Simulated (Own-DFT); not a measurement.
# Which defects push the lattice out? zincblende GaAs

No measurement is shown. These are fixed-geometry runs of a retired plane-wave code named Own-DFT, which no person has reviewed; spin and spin-orbit coupling are neglected.

Settings: PBE; PseudoDojo norm-conserving scalar-relativistic files; cutoff 42 hartree; 3 x 3 x 3 k mesh centred on Gamma; Fermi-Dirac smearing of 0.1 eV.

Keep in mind (not all hold for every row): not probed for a lower state with spin; forces not confirmed at this smearing and k mesh; stress not checked against mesh or cutoff.

All runs share one cell, with vectors in Å (11.737, 0.000, 0.000); (0.000, 11.737, 0.000); (0.000, 0.000, 10.833) and a volume of 1492.4 Å³, strained against the parent crystal. u is the rms random offset of the atoms per axis. The defect's site can differ from row to row.

| cell | formula | u (Å) | P (GPa) |
|---|---|---|---|
| no defect | As32Ga32 | 0.0287 | 1.27 |
| no defect | As32Ga32 | 0.0301 | 1.27 |
| no defect | As32Ga32 | 0.0511 | 1.67 |
| one Al on a Ga site | AlAs32Ga31 | 0.0279 | 1.21 |
| one Al on a Ga site | AlAs32Ga31 | 0.0492 | 1.49 |
| one Al on a Ga site | AlAs32Ga31 | 0.0532 | 1.64 |
| one P on an As site | As31Ga32P | 0.0256 | 0.96 |
| one P on an As site | As31Ga32P | 0.0315 | 1.05 |
| one P on an As site | As31Ga32P | 0.0320 | 1.05 |
| one In on a Ga site | As32Ga31In | 0.0501 | 2.13 |
| one In on a Ga site | As32Ga31In | 0.0505 | 2.10 |
| one In on a Ga site | As32Ga31In | 0.0519 | ? |
| one In on a Ga site | As32Ga31In | 0.0538 | 2.32 |
| one As vacancy and one Ga vacancy | As31Ga31 | 0.0288 | 0.95 |
| one As vacancy and one Ga vacancy | As31Ga31 | 0.0297 | 1.01 |
| one As vacancy and one Ga vacancy | As31Ga31 | 0.0462 | 1.08 |

## Analysis

P = P0 + c u² + a shift for each defect gives P0 = 1.12 GPa, c = 194 ± 26 GPa/Å² and a scatter of 0.06 GPa. The shifts, and each times the cell's volume:

- one In on a Ga site: 0.55 ± 0.06 GPa, 5.1 eV
- one Al on a Ga site: -0.06 ± 0.05 GPa, -0.6 eV (not resolved)
- one P on an As site: -0.27 ± 0.05 GPa, -2.5 eV
- one As vacancy and one Ga vacancy: -0.35 ± 0.05 GPa, -3.3 eV

A positive shift means that the defect pushes the cell outwards. Shift times volume (160.2 GPa Å³ is 1 eV) depends little on the cell's size, so, taken for each site, it can be compared between cells at like pressure. The atoms around the defects weren't relaxed, which would change these numbers.

## Test on the hidden row

The question: what pressure belongs in the blank (one In on a Ga site, u = 0.0519 Å)?

Estimate: 2.19 ± 0.07 GPa. DFT gave 2.30 GPa.
